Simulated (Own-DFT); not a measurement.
SiC (3C silicon carbide, atoms displaced) (calculated)

Computed with Own-DFT development build. A calculation, not a measurement: plane-wave PBE density functional theory by an unreviewed code, no spin, of a simulated periodic cell, stress positive in tension, free energy of the whole cell less one offset for each atom, forces on such cells passed a denser k mesh, this cell's mesh not checked; offsets are fitted by least squares, one for each functional and potential file, so energies compare only between cells with the same atoms and settings and are not formation energies; the far tail of each file's local potential was reset to the Coulomb form; each entry is a single point on an unrelaxed cell, so the pressure reflects the starting lattice, mostly measured values (interpolated for alloys), from which strain is counted, and rises with the displacements; printed positions are rounded, which can move forces by about a meV/angstrom; the program, named Own-DFT, is a retired in-house code; no spin-orbit coupling.

Settings shared by all entries: functional PBE; potential files PseudoDojo norm-conserving, scalar-relativistic, standard set; wave cutoff 42 hartree; occupations Fermi-Dirac; smearing width 0.1 eV; hardware one NVIDIA H200; k mesh 3 x 4 x 4 centred on Gamma.

(1) SiC (3C silicon carbide, atoms displaced)

```
SiC
1.0
     13.0788     0.0000     0.0000
      0.0000     8.7192     0.0000
      0.0000     0.0000     8.7192
Si C Si C Si C Si C Si C Si C Si C Si C Si C Si C Si C Si C
4 4 4 4 4 4 4 4 4 4 4 4 4 4 4 4 4 4 4 4 4 4 4 4
Direct
  0.00215 0.01345 0.99532
  0.00170 0.25326 0.25704
  0.16613 0.00954 0.24890
  0.16969 0.25138 0.00153
  0.09398 0.12681 0.13164
  0.08663 0.36313 0.37528
  0.25336 0.12940 0.38695
  0.24400 0.37822 0.12368
  0.99932 0.99920 0.49454
  0.00317 0.25078 0.74045
  0.16656 0.99331 0.75897
  0.17592 0.25140 0.50478
  0.08986 0.12932 0.62135
  0.08078 0.38076 0.87623
  0.25363 0.11552 0.87436
  0.25014 0.38334 0.62571
  0.00512 0.49740 0.99636
  0.00020 0.75892 0.25292
  0.16281 0.50655 0.24566
  0.16394 0.74836 0.99981
  0.08349 0.62948 0.12834
  0.07832 0.86774 0.36890
  0.25117 0.62625 0.36557
  0.24975 0.87289 0.11958
  0.00366 0.50140 0.50219
  0.99907 0.73910 0.73470
  0.16749 0.49333 0.74701
  0.16339 0.75801 0.51397
  0.08850 0.62315 0.62415
  0.08423 0.86920 0.87795
  0.24554 0.62648 0.87518
  0.25127 0.87753 0.62938
  0.32904 0.99053 0.00757
  0.33642 0.25096 0.24782
  0.49566 0.99305 0.25150
  0.50284 0.24556 0.00670
  0.41765 0.12355 0.13521
  0.42067 0.36884 0.37503
  0.57959 0.13130 0.37369
  0.58224 0.38475 0.11704
  0.33336 0.99945 0.50484
  0.32878 0.24956 0.75151
  0.50678 0.01047 0.75734
  0.50371 0.25996 0.49536
  0.42136 0.12690 0.63068
  0.41922 0.37608 0.87240
  0.58219 0.13006 0.87714
  0.58687 0.37286 0.62027
  0.32938 0.50562 0.99691
  0.32787 0.75698 0.24533
  0.50022 0.49527 0.25678
  0.49915 0.75752 0.00578
  0.42200 0.60775 0.12895
  0.41914 0.87994 0.37517
  0.58479 0.62321 0.36811
  0.57878 0.86393 0.12976
  0.33208 0.49603 0.50078
  0.33028 0.74659 0.74218
  0.50013 0.49405 0.73999
  0.50111 0.75140 0.50413
  0.41578 0.62929 0.62911
  0.41562 0.87162 0.89710
  0.58788 0.61671 0.87751
  0.58048 0.87428 0.62693
  0.66484 0.99955 0.00415
  0.67931 0.24857 0.23923
  0.83309 0.99808 0.24947
  0.83222 0.25119 0.00963
  0.74916 0.13461 0.13145
  0.75669 0.37774 0.37920
  0.91909 0.11535 0.37634
  0.92056 0.38664 0.13465
  0.66898 0.99150 0.51115
  0.65866 0.24436 0.75014
  0.83874 0.00720 0.75398
  0.83491 0.24342 0.50994
  0.74976 0.11837 0.62269
  0.75294 0.37008 0.88080
  0.92044 0.12201 0.86937
  0.92052 0.37248 0.62873
  0.67164 0.49843 0.00387
  0.66343 0.75559 0.25779
  0.83190 0.50801 0.24361
  0.84180 0.75087 0.99978
  0.74459 0.64462 0.12475
  0.74013 0.87706 0.36941
  0.90886 0.62080 0.38039
  0.91455 0.88516 0.14016
  0.66118 0.50305 0.49815
  0.66726 0.75586 0.74602
  0.83021 0.49303 0.74288
  0.82766 0.75794 0.50335
  0.75512 0.61841 0.61993
  0.75296 0.87776 0.86579
  0.91751 0.62041 0.87072
  0.92620 0.87201 0.61831
```

| Property | Result |
| --- | --- |
| free energy of cell above offsets | -6.486 eV |
| pressure | 5.58 GPa |
| stress xx | -5.64 GPa |
| stress yy | -5.6 GPa |
| stress zz | -5.5 GPa |
| stress yz | 0.2 GPa |
| stress xz | -0.22 GPa |
| stress xy | 0.49 GPa |
| wall time | 544.3 s |

Force:
```csv
element,x (eV/Å),y (eV/Å),z (eV/Å)
Si,0.85,-2.312,1.748
Si,-0.391,-0.929,-0.694
Si,1.631,-2.83,2.194
Si,-0.216,-0.297,-0.89
C,-3.636,1.633,-2.269
C,0.43,2.654,1.074
C,0.403,-0.929,-2.201
C,1.902,0.033,0.144
Si,1.998,-0.137,0.542
Si,0.436,-0.298,1.671
Si,-0.132,1.099,-1.044
Si,-2.005,0.263,-0.582
C,-0.659,-1.415,0.723
C,1.792,-2.527,-1.28
C,-1.156,1.356,0.774
C,0.497,-1.737,0.224
Si,-1.749,1.736,1.374
Si,-2.031,-3.03,-0.664
Si,0.734,-1.248,1.356
Si,0.285,-0.001,0.246
C,-1.192,0.121,-0.983
C,3.137,2.896,2.474
C,-0.869,0.059,2.301
C,-1.969,0.36,1.578
Si,-1.024,-0.808,-1.44
Si,0.38,0.948,2.963
Si,-0.55,1.697,1.529
Si,1.189,-0.807,-3.575
C,-0.713,-0.79,0.147
C,-1.531,0.552,-0.74
C,0.435,-0.236,-0.913
C,-0.544,-0.053,-0.318
Si,1.97,2.411,-0.91
Si,-1.06,0.315,0.706
Si,2.082,2.068,0.463
Si,-1.533,1.767,-0.275
C,-0.678,-0.324,-2.039
C,-1.718,1.599,0.476
C,2.04,-1.458,-0.425
C,1.222,-2.139,1.852
Si,1.603,0.649,-0.014
Si,2.354,-0.126,0.285
Si,-3.081,-2.348,-0.542
Si,-0.313,-3.057,0.688
C,-0.845,0.32,-0.627
C,-1.356,-0.786,0.335
C,1.002,-0.961,1.428
C,-0.738,0.606,0.453
Si,1.705,-1.103,0.58
Si,2.517,-2.017,0.855
Si,0.529,0.072,-1.523
Si,0.463,-4.932,-0.501
C,-2.144,3.301,-0.75
C,-1.959,-1.803,1.074
C,-1.059,0.41,2.192
C,1.332,3.128,0.264
Si,0.949,1.773,-1.548
Si,0.782,0.67,3.129
Si,0.541,1.216,2.552
Si,-0.89,-0.32,-1.26
C,0.452,-1.243,-1.589
C,-0.312,0.936,-4.126
C,-0.769,1.77,-1.469
C,0.645,0.427,0.722
Si,0.607,-0.538,-0.289
Si,-5.657,3.897,5.219
Si,-1.635,1.48,1.712
Si,1.906,0.547,-1.352
C,2.944,-4.953,-3.384
C,-1.117,-0.574,-0.791
C,-1.354,1.928,-0.346
C,-0.107,-1.95,-1.705
Si,-2.034,2.019,-2.634
Si,3.058,1.244,-0.1
Si,-0.831,-2.033,-1.47
Si,0.178,1.126,-2.159
C,0.349,0.815,1.79
C,-0.753,-0.076,-1.184
C,0.054,2.345,1.309
C,-0.664,0.229,-0.814
Si,-0.923,1.499,-0.835
Si,-0.424,-1.364,-2.009
Si,-0.553,0.3,1.726
Si,-1.74,0.717,-0.101
C,1.964,-2.312,-0.253
C,2.617,0.824,2.046
C,2.183,1.792,-0.376
C,1.755,-1.372,-3.93
Si,2.887,-0.671,-0.558
Si,0.12,-2.586,1.305
Si,0.983,0.186,1.732
Si,1.4,-1.333,-1.278
C,-2.307,1.579,0.413
C,0.24,0.478,1.76
C,0.119,0.013,-0.082
C,-2.731,0.897,0.714
```

(2) SiC (3C silicon carbide, atoms displaced)

```
SiC
1.0
     13.0788     0.0000     0.0000
      0.0000     8.7192     0.0000
      0.0000     0.0000     8.7192
Si C Si C Si C Si C Si C Si C Si C Si C Si C Si C Si C Si C
4 4 4 4 4 4 4 4 4 4 4 4 4 4 4 4 4 4 4 4 4 4 4 4
Direct
  0.99067 0.00201 0.98878
  0.99973 0.24080 0.25287
  0.16966 0.98287 0.24422
  0.15868 0.25634 0.00555
  0.07954 0.12500 0.12272
  0.08776 0.36443 0.37097
  0.24544 0.12139 0.36149
  0.24952 0.37877 0.12429
  0.99708 0.00335 0.49750
  0.99341 0.24643 0.74654
  0.16999 0.01771 0.75099
  0.16654 0.24472 0.49435
  0.08492 0.12422 0.63412
  0.08697 0.37674 0.88149
  0.25460 0.12677 0.88174
  0.24276 0.37306 0.61819
  0.00794 0.50395 0.00804
  0.00072 0.74255 0.24979
  0.16282 0.49936 0.24166
  0.16578 0.74753 0.99627
  0.08937 0.62305 0.13380
  0.08787 0.87186 0.36634
  0.24875 0.63251 0.37117
  0.25678 0.88031 0.12279
  0.99823 0.50526 0.49148
  0.99605 0.75452 0.74939
  0.17308 0.50708 0.74745
  0.17103 0.76016 0.50341
  0.09080 0.62236 0.62458
  0.07309 0.87518 0.87889
  0.24709 0.61587 0.87498
  0.25349 0.86265 0.62790
  0.33542 0.99779 0.99859
  0.34266 0.25304 0.24870
  0.50018 0.98910 0.24487
  0.50242 0.24937 0.99267
  0.42288 0.11373 0.13500
  0.42265 0.38791 0.36571
  0.58387 0.12685 0.37817
  0.58424 0.39140 0.12648
  0.33108 0.99267 0.48744
  0.32750 0.25166 0.74950
  0.49495 0.99335 0.75664
  0.49572 0.24763 0.50227
  0.41417 0.13212 0.62759
  0.42094 0.37872 0.87850
  0.57988 0.13338 0.87382
  0.58110 0.37905 0.61741
  0.33360 0.49999 0.98683
  0.32815 0.74983 0.24185
  0.49432 0.51379 0.26001
  0.49967 0.74808 0.99021
  0.41725 0.62336 0.14127
  0.41898 0.88381 0.37856
  0.58037 0.62372 0.38405
  0.58697 0.87241 0.13111
  0.33225 0.49352 0.49076
  0.32973 0.76360 0.74771
  0.49962 0.49869 0.74901
  0.50762 0.72887 0.50473
  0.41708 0.62947 0.61929
  0.41817 0.86401 0.87975
  0.57840 0.62148 0.86941
  0.58461 0.87544 0.61307
  0.66578 0.99921 0.01068
  0.67218 0.24172 0.23806
  0.82871 0.00029 0.23371
  0.82584 0.25266 0.98509
  0.75427 0.13637 0.12797
  0.74469 0.38289 0.38733
  0.91849 0.13317 0.37436
  0.91898 0.37624 0.11549
  0.66254 0.01006 0.49186
  0.66277 0.24471 0.74561
  0.84060 0.00352 0.75686
  0.84188 0.25311 0.49320
  0.75281 0.13080 0.61992
  0.75184 0.37247 0.86749
  0.91417 0.13204 0.86970
  0.90766 0.38122 0.62615
  0.66649 0.50192 0.98905
  0.66667 0.75834 0.24467
  0.82781 0.50343 0.26500
  0.83333 0.75257 0.00240
  0.75200 0.62752 0.12357
  0.74319 0.87601 0.36920
  0.90711 0.61787 0.36852
  0.91896 0.86845 0.12742
  0.66717 0.50326 0.49164
  0.67102 0.75845 0.74613
  0.83974 0.50408 0.75092
  0.83726 0.74854 0.51382
  0.75390 0.62572 0.63102
  0.75375 0.86846 0.87851
  0.91596 0.64216 0.87039
  0.91648 0.88122 0.62468
```

| Item | Value |
| --- | --- |
| free energy of cell above offsets | -3.207 eV |
| pressure | 6.59 GPa |
| stress xx | -6.81 GPa |
| stress yy | -6.4 GPa |
| stress zz | -6.58 GPa |
| stress yz | 0.72 GPa |
| stress xz | -0.08 GPa |
| stress xy | 1.99 GPa |
| wall time | 558.8 s |

Force:
```csv
element,x (eV/Å),y (eV/Å),z (eV/Å)
Si,1.983,0.172,2.857
Si,0.712,2.233,-2.308
Si,-1.166,3.668,-0.997
Si,2.305,-1.423,0.602
C,0.173,-1.851,-0.289
C,-1.877,1.782,-0.081
C,1.364,0.063,1.544
C,0.912,-0.707,-0.612
Si,1.517,-0.418,-0.196
Si,2.038,2.707,0.197
Si,-0.09,-3.588,1.337
Si,-0.16,-0.208,0.191
C,-1.371,0.81,-2.502
C,-1.353,0.817,-2.485
C,-1.129,0.404,-0.225
C,2.036,0.056,0.392
Si,-1.98,-0.218,-1.599
Si,-0.363,0.598,0.431
Si,2.94,-1.34,3.178
Si,-0.162,0.916,0.425
C,-2.036,1.867,-2.167
C,-1.882,-0.149,2.158
C,-0.503,-1.226,0.264
C,-1.798,-1.848,-1.797
Si,1.236,-1.43,1.243
Si,2.183,-0.375,-1.007
Si,-2.561,-2.606,-0.556
Si,-1.327,-2.803,-1.223
C,-2.467,1.684,-0.722
C,2.828,0.315,-0.986
C,1.492,3.451,-0.147
C,-2.011,5.467,-1.289
Si,0.899,0.952,0.876
Si,-1.879,-0.3,-0.675
Si,0.874,1.031,2.828
Si,-0.713,1.556,3.329
C,-1.135,2.192,-3.198
C,-2.514,-3.964,2.746
C,-1.164,0.702,-2.569
C,-0.055,-2.255,-0.473
Si,0.252,1.735,1.76
Si,1.391,0.727,-0.039
Si,1.412,1.085,-2.24
Si,1.419,1.224,-1.075
C,-0.97,-1.836,0.005
C,-1.584,-0.838,-1.411
C,1.235,-3.148,-0.05
C,0.229,-0.605,1.054
Si,0.517,-0.415,3.581
Si,2.081,0.206,2.212
Si,4.104,-1.17,-2.003
Si,1.068,-1.829,3.347
C,-1.345,1.936,-4.646
C,0.317,-3.325,-1.107
C,2.693,-0.299,-3.454
C,-1.841,0.507,-2.781
Si,-0.327,2.003,0.733
Si,2.696,-4.769,1.429
Si,-0.385,0.136,-1.415
Si,-2.624,5.429,0.56
C,-1.692,-1.747,1.861
C,-1.65,2.315,-1.014
C,1.883,1.481,-0.166
C,-0.172,0.225,2.399
Si,0.367,0.516,-2.083
Si,-3.796,4.506,3.91
Si,1.65,-1.205,3.428
Si,2.685,0.975,2.412
C,0.407,-2.385,-3.246
C,2.606,-3.056,-3.188
C,-0.82,-2.465,-0.337
C,-1.193,-0.372,1.728
Si,1.963,-1.582,1.478
Si,1.188,1.635,-1.362
Si,-3.519,-0.523,-2.204
Si,-3.808,0.776,1.501
C,0.04,-1.323,0.456
C,-1.748,1.339,-0.633
C,-0.274,-0.693,1.097
C,3.901,-0.975,-1.07
Si,0.354,0.122,1.54
Si,0.658,-3.263,1.487
Si,-1.397,-2.444,-4.665
Si,0.355,-1.219,0.489
C,-0.939,-0.294,0.065
C,2.212,0.944,0.939
C,4.044,3.43,2.85
C,-0.721,1.573,-0.744
Si,-1.054,0.413,3.312
Si,-1.272,-1.019,-0.099
Si,-2.013,0.548,1.071
Si,-1.887,0.648,-2.693
C,-0.838,0.018,-0.661
C,-0.8,2.792,0.13
C,0.398,-2.932,1.363
C,0.748,-0.251,-0.302
```
